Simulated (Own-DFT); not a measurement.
# Computed records: SiC (twinned 3C silicon carbide, atoms displaced)

All values are calculated (Own-DFT development build). A calculation, not a measurement: plane-wave PBE density functional theory by an unreviewed code, no spin, of a simulated periodic cell, stress positive in tension, free energy of the whole cell less one offset for each atom, forces on such cells passed a denser k mesh, this cell's mesh not checked; offsets are fitted by least squares, one for each functional and potential file, so energies compare only between cells with the same atoms and settings and are not formation energies; the far tail of each file's local potential was reset to the Coulomb form; each entry is a single point on an unrelaxed cell, so the pressure reflects the starting lattice, mostly measured values (interpolated for alloys), from which strain is counted, and rises with the displacements; printed positions are rounded, which can move forces by about a meV/angstrom; the program, named Own-DFT, is a retired in-house code; no spin-orbit coupling.

Settings shared by all entries: functional PBE; potential files PseudoDojo norm-conserving, scalar-relativistic, standard set; wave cutoff 42 hartree; occupations Fermi-Dirac; smearing width 0.1 eV; hardware one NVIDIA H100; k mesh 5 x 5 x 2 centred on Gamma.

(1) SiC (twinned 3C silicon carbide, atoms displaced)

```xyz
48
Lattice="4.3596 -4.3596 0.0000 0.0000 4.3596 -4.3596 8.7192 8.7192 8.7192" Properties=species:S:1:pos:R:3 SiC
Si     8.1822    -0.4523     3.8140
C      0.5905     0.5209     0.5104
Si     1.6709     1.6573    -0.5581
C      2.7118     2.7387     0.5627
Si     3.7774     1.6541     1.5983
C      4.8137     2.8594     2.7172
Si     3.8768     5.8434     1.6513
C      0.5658     2.6875    -1.6820
Si     1.6106     3.8528    -2.7994
C      2.7022     4.9111    -1.6193
Si     3.8589     3.9045    -0.5562
C      4.9147     4.8489     0.5753
Si     5.9693     5.9994    -0.5496
C      2.7886     2.7870    -3.7061
Si     3.7967    -0.5402    -0.4524
C      4.8555     0.5767     0.5101
Si     6.0316    -0.5018     1.5803
C      7.1047     0.5123     2.8087
Si     6.0607     3.8498     1.6950
C      2.6218     0.5651    -1.7720
Si     3.9273     1.6055    -2.8630
C      4.7230     2.7384    -1.6104
Si     5.8855     1.4805    -0.6436
C      7.0645     2.6584     0.5659
Si    12.4863     8.1462     3.8496
C      4.9396     4.9339     4.8371
Si     8.9987     4.6099     2.4541
C      9.8795     5.6834     3.4824
Si     9.5831     7.4578     3.0637
C     10.7662     8.3976     4.1951
Si    12.5177     5.9987     5.9887
C      9.2584     2.7403     2.8037
Si     8.8064     2.4209     4.5609
C      9.9890     3.4942     5.5958
Si     9.6374     5.2947     5.2982
C     10.7146     6.3652     6.2830
Si    10.2639    10.3539     3.9005
C      7.0127     7.1019     0.6828
Si     6.7360     6.5970     2.4405
C      7.8768     7.8734     3.5478
Si     7.4937     9.5905     3.1198
C      8.5384    10.7985     4.2064
Si    10.3143     8.0817     6.1067
C      7.1698     4.9370     2.8036
Si     6.7335     4.6528     4.5874
C      7.9015     5.6726     5.6935
Si     7.3142     7.4522     5.3904
C      8.5148     8.5450     6.2794
```

| Quantity | Value |
| --- | --- |
| free energy of cell above offsets | -2.198 eV |
| pressure | 5.82 GPa |
| stress xx | -6.91 GPa |
| stress yy | -6.42 GPa |
| stress zz | -4.13 GPa |
| stress yz | -1.24 GPa |
| stress xz | -0.18 GPa |
| stress xy | 1.25 GPa |
| wall time | 188 s |

Force:
| element | x (eV/Å) | y (eV/Å) | z (eV/Å) |
| --- | --- | --- | --- |
| Si | -0.505 | -3.067 | 2.332 |
| C | -0.059 | 0.571 | -1.243 |
| Si | -0.135 | -0.152 | -1.526 |
| C | 0.129 | 0.505 | -1.009 |
| Si | 0.414 | 0.886 | 1.318 |
| C | 1.848 | -2.525 | -0.301 |
| Si | -1.717 | 3.872 | 0.462 |
| C | -0.607 | 1.593 | 1.283 |
| Si | 0.926 | -1.585 | 2.592 |
| C | 0.471 | -0.218 | -1.519 |
| Si | -1.853 | -1.829 | 0.389 |
| C | 1.508 | 0.675 | -0.687 |
| Si | -0.353 | 1.305 | 0.517 |
| C | -1.363 | -1.444 | -2.408 |
| Si | -0.531 | -0.341 | -3.533 |
| C | 0.423 | -0.798 | 1.54 |
| Si | -1.522 | -0.71 | 1.841 |
| C | -1.768 | 1.333 | -2.076 |
| Si | 0.06 | -1.822 | -0.841 |
| C | 2.855 | 0.17 | 2.504 |
| Si | -3.128 | 0.676 | 3.004 |
| C | 3.681 | -0.981 | -1.587 |
| Si | 0.955 | 4.81 | 1.329 |
| C | 0.465 | 0.141 | -0.117 |
| Si | 1.248 | 1.531 | -1.833 |
| C | -0.496 | 1.41 | 2.39 |
| Si | -1.759 | -2.665 | -3.05 |
| C | 3.502 | 0.334 | 0.698 |
| Si | 0.925 | 0.482 | 0.859 |
| C | -2.407 | 2.402 | 0.604 |
| Si | 0.267 | -0.143 | 0.489 |
| C | 0.32 | -0.466 | -1.096 |
| Si | 0.666 | -0.864 | 0.224 |
| C | -2.575 | -0.26 | 1.175 |
| Si | 0.018 | 0.084 | -0.788 |
| C | 0.271 | -1.48 | 2.84 |
| Si | 3.062 | -0.911 | -1.01 |
| C | 0.397 | 0.252 | -1.8 |
| Si | -0.724 | 4.274 | 0.371 |
| C | -1.994 | -1.731 | -0.321 |
| Si | -1.168 | 1.354 | 0.191 |
| C | -0.589 | -2.007 | -0.072 |
| Si | -0.548 | 1.648 | -2.956 |
| C | -0.085 | -1.987 | -0.329 |
| Si | 0.366 | -1.821 | 0.728 |
| C | -2.401 | -0.184 | 0.171 |
| Si | 4.031 | -0.088 | -2.058 |
| C | -0.52 | -0.23 | 2.309 |

(2) SiC (twinned 3C silicon carbide, atoms displaced)

```xyz
48
Lattice="4.3596 -4.3596 0.0000 0.0000 4.3596 -4.3596 8.7192 8.7192 8.7192" Properties=species:S:1:pos:R:3 SiC
Si     8.1325     3.7507    -0.4745
C      4.8646    -3.7721     0.5088
Si     1.6556     1.7269    -0.5078
C      2.7232     2.5830     0.4958
Si     3.7298     1.5866     1.5406
C      4.8769     2.8888     2.7095
Si     8.0610     1.6664     1.6990
C      4.8821    -1.6290    -1.6655
Si     1.6370     3.6884    -2.6368
C      2.5496     4.9731    -1.5644
Si     3.7792     3.9476    -0.5803
C      4.9948     4.8429     0.6135
Si     5.8718     6.0286    -0.4920
C      2.5889     2.7229    -3.7222
Si     3.7877    -0.5055    -0.5541
C      4.9710     0.5211     0.5551
Si     5.9541    -0.4666     1.5721
C      6.9217     0.5059     2.7094
Si     6.0266     3.6996     1.5441
C      2.7435     0.5066    -1.6168
Si     3.7520     1.6634    -2.8430
C      4.9421     2.7683    -1.6223
Si     5.9559     1.6944    -0.5454
C      7.1341     2.7439     0.5696
Si     8.1733    12.5049     3.8078
C      9.1755     4.9205     0.5573
Si     8.9159     4.5989     2.3515
C     10.0040     5.6597     3.4299
Si     9.6325     7.5282     2.9859
C     10.8276     8.4654     4.1994
Si    12.5469     5.9877     6.0651
C      4.9724     7.1043     2.7364
Si     8.9937     2.3984     4.4372
C      9.8589     3.4054     5.7035
Si     9.6166     5.2357     5.1634
C     10.8376     6.3187     6.3485
Si    10.3150    10.3662     3.8029
C      7.0151     2.7085     4.7987
Si     6.7527     6.6309     2.4088
C      7.7163     7.8365     3.3329
Si     7.4339     9.6578     3.0741
C      8.5409    10.6185     4.1765
Si    10.4148     8.2399     6.0304
C      7.1383     4.9651     2.7783
Si     6.6892     4.5227     4.4581
C      7.7420     5.6130     5.5834
Si     7.3653     7.4150     5.3356
C      8.5962     8.6248     6.3881
```

| Quantity | Value |
| --- | --- |
| free energy of cell above offsets | -1.002 eV |
| pressure | 6.9 GPa |
| stress xx | -6.56 GPa |
| stress yy | -5.75 GPa |
| stress zz | -8.38 GPa |
| stress yz | -0.07 GPa |
| stress xz | -0.71 GPa |
| stress xy | 0.32 GPa |
| wall time | 178.9 s |

Force:
| element | x (eV/Å) | y (eV/Å) | z (eV/Å) |
| --- | --- | --- | --- |
| Si | 0.508 | 3.47 | -2.506 |
| C | 1.055 | -0.782 | 0.505 |
| Si | -2.386 | -3.779 | -2.333 |
| C | 0.82 | 5.384 | 0.772 |
| Si | 1.48 | 0.427 | 2.705 |
| C | -0.807 | -3.792 | -0.149 |
| Si | 2.596 | -2.007 | 1.087 |
| C | -0.33 | -0.155 | 2.536 |
| Si | -1.99 | 4.631 | -0.825 |
| C | 3.162 | -1.637 | -1.96 |
| Si | 0.907 | -2.322 | 0.984 |
| C | -3.433 | 1.698 | -1.009 |
| Si | 1.074 | -0.413 | -1.729 |
| C | 2.453 | 0.145 | -2.825 |
| Si | 0.339 | -1.07 | 0.48 |
| C | -3.074 | 1.683 | -1.741 |
| Si | 1.496 | -3.882 | 1.868 |
| C | 2.062 | 1.433 | 1.198 |
| Si | -0.525 | 3.116 | 3.138 |
| C | -0.023 | 2.528 | 0.024 |
| Si | 1.657 | -1.155 | 2.855 |
| C | -2.188 | 0.757 | -1.33 |
| Si | -0.746 | 0.625 | 0.64 |
| C | -1.094 | -2.478 | -0.696 |
| Si | 1.922 | -0.061 | -0.013 |
| C | 1.329 | 0.214 | -0.968 |
| Si | 0.309 | -0.659 | 0.304 |
| C | -0.191 | 0.624 | -0.545 |
| Si | -1.682 | -1.613 | 5.962 |
| C | -3.012 | 1.626 | -0.565 |
| Si | 0.734 | -0.19 | -2.009 |
| C | -1.025 | 0.265 | -1.687 |
| Si | -3.61 | -1.549 | 2.127 |
| C | 2.621 | 1.845 | -4.847 |
| Si | -0.232 | 1.1 | 2.006 |
| C | -3.668 | 0.875 | 0.422 |
| Si | 1.04 | -1.429 | -0.389 |
| C | 1.874 | 0.439 | 1.686 |
| Si | -0.828 | 2.618 | -3.137 |
| C | 1.835 | 0.186 | 2.74 |
| Si | -0.311 | -1.138 | -0.696 |
| C | -0.051 | 1.608 | 0.321 |
| Si | -0.874 | -2.332 | -1.072 |
| C | -0.208 | -2.873 | -1.751 |
| Si | -0.867 | -0.686 | 2.005 |
| C | 1.146 | 0.333 | 0.548 |
| Si | 1.437 | 1.288 | -1.729 |
| C | -0.7 | -2.916 | -0.403 |

(3) SiC (twinned 3C silicon carbide, atoms displaced)

```xyz
48
Lattice="4.3596 -4.3596 0.0000 0.0000 4.3596 -4.3596 8.7192 8.7192 8.7192" Properties=species:S:1:pos:R:3 SiC
Si     3.8447     3.7696     3.6820
C      4.8797     0.5343    -3.7381
Si     1.6317     1.6068    -0.4997
C      2.7322     2.6979     0.4386
Si     3.8275     1.5927     1.7215
C      4.9545     2.7779     2.7485
Si     8.2096     1.6635     1.7964
C      0.5914     2.6705    -1.6541
Si     1.6312     3.7522    -2.7126
C      2.6587     4.8481    -1.6614
Si     3.9374     3.8426    -0.5704
C      4.8832     4.9526     0.6109
Si     6.0891     1.5913     3.8375
C      2.5452     2.8065    -3.8614
Si     3.8458    -0.3265    -0.5014
C      4.8891     0.4823     0.4608
Si     5.9156    -0.5867     1.5427
C      6.9896     0.4546     2.7357
Si     5.9377     3.8150     1.6351
C      2.7411     0.5848    -1.6852
Si     3.7423     1.5730    -2.7122
C      4.8521     2.6835    -1.6687
Si     6.0999     1.6488    -0.5282
C      7.1381     2.6375     0.5252
Si     8.2389    12.5307     3.8692
C      4.9338     4.8010     4.8359
Si     9.0222     4.5054     2.4009
C      9.9205     5.6024     3.3464
Si     9.5804     7.4673     3.0326
C     10.7323     8.4505     4.1123
Si     8.2409    10.3087     6.0799
C      4.9122     7.0598     2.5795
Si     8.8579     2.2966     4.4340
C      9.9037     3.5491     5.6650
Si     9.6861     5.3369     5.3106
C     10.7589     6.2743     6.4051
Si    10.3384     6.0004     8.0369
C      6.9872     7.0020     0.4950
Si     6.7754     6.8026     2.5205
C      7.8397     7.9094     3.5000
Si     7.4583     9.6108     3.0362
C      8.5845    10.6822     4.2166
Si    10.3057     8.2489     6.0102
C      7.1553     4.8807     2.6311
Si     6.6258     4.4708     4.5658
C      7.8288     5.5498     5.6359
Si     7.4232     7.3952     5.2805
C      8.4718     8.6043     6.3754
```

| Item | Value |
| --- | --- |
| free energy of cell above offsets | -0.683 eV |
| pressure | 6.71 GPa |
| stress xx | -7.05 GPa |
| stress yy | -6.8 GPa |
| stress zz | -6.27 GPa |
| stress yz | -3.41 GPa |
| stress xz | -1.82 GPa |
| stress xy | -3.02 GPa |
| wall time | 195.9 s |

Force:
| element | x (eV/Å) | y (eV/Å) | z (eV/Å) |
| --- | --- | --- | --- |
| Si | -1.668 | -0.032 | 3.275 |
| C | 0.465 | 0.355 | -0.664 |
| Si | -0.503 | 0.176 | -0.882 |
| C | 1.13 | 0.706 | 2.433 |
| Si | -0.559 | 0.694 | -2.152 |
| C | 0.201 | -3.196 | -1.2 |
| Si | -3.197 | -3.01 | -5.051 |
| C | -0.851 | 1.154 | 2.012 |
| Si | -1.42 | 0.936 | 0.481 |
| C | 2.249 | 0.783 | 0.885 |
| Si | -2.621 | -0.523 | 0.592 |
| C | 0.283 | -0.703 | -0.931 |
| Si | -3.824 | -0.889 | -0.385 |
| C | 4.09 | -1.579 | -1.275 |
| Si | -4.058 | -6.582 | -3.782 |
| C | 3.373 | 4.539 | 4.22 |
| Si | 1.195 | -1.138 | 0.257 |
| C | 1.459 | 0.794 | -0.792 |
| Si | 2.399 | 0.334 | -1.246 |
| C | -1.791 | -1.209 | 1.849 |
| Si | 0.636 | 2.997 | -2.092 |
| C | 1.699 | 0.286 | 0.161 |
| Si | -2.285 | -1.102 | -1.185 |
| C | 0.065 | 1.84 | 1.25 |
| Si | -1.309 | -0.904 | -0.435 |
| C | -2.137 | 2.085 | 0.795 |
| Si | -4.245 | -0.607 | -3.043 |
| C | 2.946 | 2.182 | 2.992 |
| Si | 1.082 | -0.789 | 0.931 |
| C | -0.206 | 1.233 | 1.31 |
| Si | -1.077 | 2.379 | -1.914 |
| C | 2.814 | 2.021 | 4.752 |
| Si | 0.116 | 0.934 | 1.92 |
| C | 1.114 | -2.436 | -2.378 |
| Si | -1.209 | -0.974 | -2.106 |
| C | 0.442 | 2.965 | -3.268 |
| Si | -0.189 | -1.043 | 4.766 |
| C | 3.538 | 2.31 | 2.681 |
| Si | -0.234 | -3.093 | -3.412 |
| C | -0.627 | -1.779 | 0.468 |
| Si | -0.422 | 2.263 | 1.844 |
| C | -1.31 | -0.001 | -1.023 |
| Si | 0.779 | -1.572 | -1.037 |
| C | -0.497 | 0.601 | 2.156 |
| Si | 3.731 | -0.195 | -2.335 |
| C | -0.476 | 1.29 | -0.963 |
| Si | -0.475 | 1.1 | 1.002 |
| C | 1.383 | -3.601 | 0.523 |

(4) SiC (twinned 3C silicon carbide, atoms displaced)

```xyz
48
Lattice="4.3596 -4.3596 0.0000 0.0000 4.3596 -4.3596 8.7192 8.7192 8.7192" Properties=species:S:1:pos:R:3 SiC
Si     3.7786     8.0857    -0.5351
C      0.5341     0.5102     0.4785
Si     1.5562     1.7272    -0.5209
C      2.6893     2.7479     0.5373
Si     3.8424     1.5248     1.5500
C      4.8960     2.6579     2.7029
Si     3.9213     6.0412     1.6275
C      4.8634    -1.6777    -1.5784
Si     1.5661     3.9177    -2.7946
C      2.7719     4.9335    -1.6070
Si     3.7092     3.7423    -0.5373
C      4.8966     4.9229     0.5378
Si     5.9844     6.0725    -0.4821
C      2.7868    -1.6512     0.4743
Si     3.6897    -0.5495    -0.7194
C      4.9223     0.5426     0.6796
Si     5.8435    -0.5747     1.7667
C      7.0685     0.5799     2.7606
Si     6.0149     3.8209     1.6702
C      2.6982     0.5622    -1.6798
Si     3.7497     1.6390    -2.7467
C      4.8969     2.7409    -1.6053
Si     6.0297     1.5731    -0.5355
C      7.1229     2.7765     0.5794
Si     8.2503     8.1874     8.1414
C      5.0527     9.2238     0.6437
Si     8.8363     4.4639     2.3934
C     10.0057     5.6586     3.5010
Si     9.6314     7.4657     3.0092
C     10.6627     8.6130     4.1287
Si     8.2261    10.2859     6.0502
C      9.2473     2.7645     2.7228
Si     8.7705     2.3319     4.5917
C     10.0385     3.5413     5.7385
Si     9.6644     5.3416     5.2251
C     10.8291     6.3271     6.4059
Si    10.4065    10.3960     3.9020
C      7.0272     7.0889     0.5805
Si     6.7808     6.6477     2.3834
C      7.7420     7.8544     3.4274
Si     7.4287     9.6638     3.0679
C      8.6282    10.6268     4.1935
Si    10.4132     8.1180     6.0333
C      7.0470     4.8703     2.6976
Si     6.6747     4.5147     4.5592
C      7.8381     5.5896     5.6265
Si     7.4347     7.5230     5.2571
C      8.4513     8.4921     6.3200
```

| Quantity | Value |
| --- | --- |
| free energy of cell above offsets | -2.375 eV |
| pressure | 6.29 GPa |
| stress xx | -6.6 GPa |
| stress yy | -6.13 GPa |
| stress zz | -6.12 GPa |
| stress yz | 0.58 GPa |
| stress xz | 0.15 GPa |
| stress xy | -0.16 GPa |
| wall time | 195.6 s |

Force:
| element | x (eV/Å) | y (eV/Å) | z (eV/Å) |
| --- | --- | --- | --- |
| Si | 1.283 | 2.277 | -1.182 |
| C | -0.15 | 2.367 | 0.915 |
| Si | 1.84 | -1.447 | 0.254 |
| C | -1.004 | -1.401 | 1.596 |
| Si | -1.824 | 3.763 | 2.564 |
| C | -0.225 | 1.116 | -0.002 |
| Si | -2.661 | -1.399 | 0.468 |
| C | 0.441 | 2.064 | -2.289 |
| Si | 2.177 | -2.6 | 1.872 |
| C | -1.604 | -1.122 | -1.447 |
| Si | 2.252 | 1.944 | 0.463 |
| C | 0.1 | -0.991 | 0.078 |
| Si | -0.428 | -2.534 | -1.797 |
| C | -0.921 | 2.234 | 1.905 |
| Si | 2.388 | -0.306 | 3.413 |
| C | 0.615 | -1.771 | -4.93 |
| Si | 4.461 | 1.921 | -1.827 |
| C | 0.459 | -0.397 | 0.023 |
| Si | -1.851 | -0.926 | -1.437 |
| C | -0.965 | 1.595 | 0.413 |
| Si | 1.42 | 0.278 | -0.076 |
| C | -2.088 | -3.212 | 1.375 |
| Si | -0.487 | 1.449 | 1.555 |
| C | -1.116 | -1.861 | 0.105 |
| Si | -3.097 | -2.173 | -0.306 |
| C | -5.269 | 1.109 | -0.565 |
| Si | 1.802 | 2.044 | -0.065 |
| C | -0.611 | 0.271 | -1.965 |
| Si | -0.911 | 0.275 | 3.356 |
| C | 1.949 | -2.216 | 1.75 |
| Si | -0.411 | 0.518 | -1.749 |
| C | 1.111 | -1.911 | 1.843 |
| Si | 3.399 | 0.098 | -0.545 |
| C | -1.078 | -0.575 | -3.968 |
| Si | -0.456 | -0.891 | 2.372 |
| C | -1.435 | 0.906 | -0.224 |
| Si | -0.955 | -1.701 | -2.524 |
| C | 0.619 | 0.108 | 0.607 |
| Si | -1.864 | 2.09 | 0.525 |
| C | 1.245 | -0.938 | 0.156 |
| Si | 0.675 | -0.533 | -0.041 |
| C | -1.621 | 2.091 | 0.364 |
| Si | -1.725 | 0.15 | -2.529 |
| C | 0.9 | 0.292 | 1.665 |
| Si | 3.186 | 0.662 | -0.115 |
| C | -0.282 | 1.551 | -0.625 |
| Si | -0.899 | -2.783 | -1.139 |
| C | 3.617 | 0.512 | 1.711 |

(5) SiC (twinned 3C silicon carbide, atoms displaced)

```xyz
48
Lattice="4.3596 -4.3596 0.0000 0.0000 4.3596 -4.3596 8.7192 8.7192 8.7192" Properties=species:S:1:pos:R:3 SiC
Si     8.1166     3.7393    -0.5782
C      0.6089     4.8263    -3.7850
Si     1.5764     1.5717    -0.5020
C      2.7110     2.6591     0.5002
Si     3.8225     1.6736     1.6600
C      4.8511     2.7693     2.7411
Si     8.1621     1.6812     1.6710
C      4.8145    -1.6381    -1.5241
Si     1.4757     3.8033    -2.6497
C      2.6938     4.8961    -1.7106
Si     3.7681     3.8813    -0.4697
C      5.0026     4.9833     0.4458
Si     5.9334     6.0743    -0.5110
C      2.7850    -1.7022     0.5390
Si     3.8168    -0.5271    -0.5315
C      4.9089     0.5725     0.5470
Si     5.9915    -0.6227     1.5662
C      7.0657     0.4159     2.8779
Si     5.9961     3.8354     1.6938
C      2.7884     0.5511    -1.5955
Si     3.9534     1.5563    -2.8361
C      4.9008     2.7135    -1.6888
Si     6.0482     1.7099    -0.4736
C      7.0497     2.6847     0.4919
Si     8.1449     8.1961     8.0837
C      4.8738     9.1978     0.5174
Si     8.9422     4.5846     2.3119
C     10.0205     5.5878     3.4608
Si     9.5823     7.2995     3.0960
C     10.7207     8.4960     4.1515
Si     8.2911    10.5043     5.8882
C      9.2487     2.7607     2.8040
Si     8.9332     2.3057     4.5916
C      9.9489     3.5071     5.5896
Si     9.5721     5.2229     5.3219
C     10.7157     6.3539     6.3582
Si    10.4032     5.9974     8.1450
C      7.0672     2.6941     4.8479
Si     6.7750     6.7613     2.3778
C      7.8734     7.8145     3.3307
Si     7.5370     9.6119     3.1858
C      8.4747    10.6697     4.1379
Si    10.3279     8.0967     6.0983
C      6.9714     4.8723     2.6993
Si     6.7599     4.5128     4.5834
C      7.7731     5.5662     5.6062
Si     7.3916     7.5051     5.2655
C      8.6456     8.5666     6.4232
```

| Quantity | Value |
| --- | --- |
| free energy of cell above offsets | -1.833 eV |
| pressure | 6.1 GPa |
| stress xx | -5.65 GPa |
| stress yy | -6.96 GPa |
| stress zz | -5.68 GPa |
| stress yz | -1.06 GPa |
| stress xz | -1.91 GPa |
| stress xy | -1.31 GPa |
| wall time | 194.1 s |

Force:
| element | x (eV/Å) | y (eV/Å) | z (eV/Å) |
| --- | --- | --- | --- |
| Si | 1.018 | 0.864 | 2.066 |
| C | -1.531 | -0.647 | -2.395 |
| Si | 2.374 | 0.356 | -1.577 |
| C | 0.313 | 1.105 | 0.659 |
| Si | -0.497 | -1.672 | -0.972 |
| C | 1.158 | -0.767 | -0.966 |
| Si | 0.288 | -1.611 | 0.367 |
| C | 1.796 | -0.473 | -1.56 |
| Si | 4.69 | -1.335 | 0.464 |
| C | -0.039 | 0.493 | 2.078 |
| Si | 0.813 | -1.049 | -2.905 |
| C | -3.468 | -2.235 | 3.718 |
| Si | 2.049 | -1.046 | -2.413 |
| C | -1.336 | 0.755 | 0.469 |
| Si | -1.082 | 0.886 | 1.735 |
| C | 0.667 | -0.042 | 0.257 |
| Si | -0.292 | 1.473 | 1.802 |
| C | -1.511 | 3.466 | -4.093 |
| Si | -1.329 | -0.616 | -2.866 |
| C | -1.288 | -0.186 | -1.239 |
| Si | -3.209 | 1.926 | 3.401 |
| C | 0.121 | -0.026 | 1.153 |
| Si | -3.285 | -2.991 | -3.777 |
| C | 1.86 | 1.88 | 3.94 |
| Si | -0.401 | -0.684 | 2.327 |
| C | 1.054 | 0.455 | 0.382 |
| Si | -1.475 | -1.705 | 1.193 |
| C | 0.069 | -0.59 | 0.496 |
| Si | 2.511 | 2.694 | -0.254 |
| C | -0.864 | -0.064 | 0.5 |
| Si | -2.654 | -2.81 | 3.034 |
| C | 0.792 | 0.087 | -1.182 |
| Si | -1.227 | 0.342 | -1.516 |
| C | 0.792 | -2.553 | 1.547 |
| Si | 0.546 | 2.009 | -1.174 |
| C | 0.518 | -1.34 | -0.695 |
| Si | -0.037 | -1.075 | 0.696 |
| C | 1.277 | 0.911 | 1.98 |
| Si | -2.678 | -1.589 | -1.41 |
| C | -0.764 | -0.081 | 3.043 |
| Si | -3.087 | -1.27 | -3.776 |
| C | 3.534 | 3.047 | 0.348 |
| Si | 2.638 | 1.811 | -2.033 |
| C | 3.494 | 2.217 | 2.003 |
| Si | -1.749 | -0.642 | -1.779 |
| C | 0.619 | 2.481 | 1.743 |
| Si | 1.485 | -1.046 | -0.121 |
| C | -2.673 | 0.887 | -2.694 |
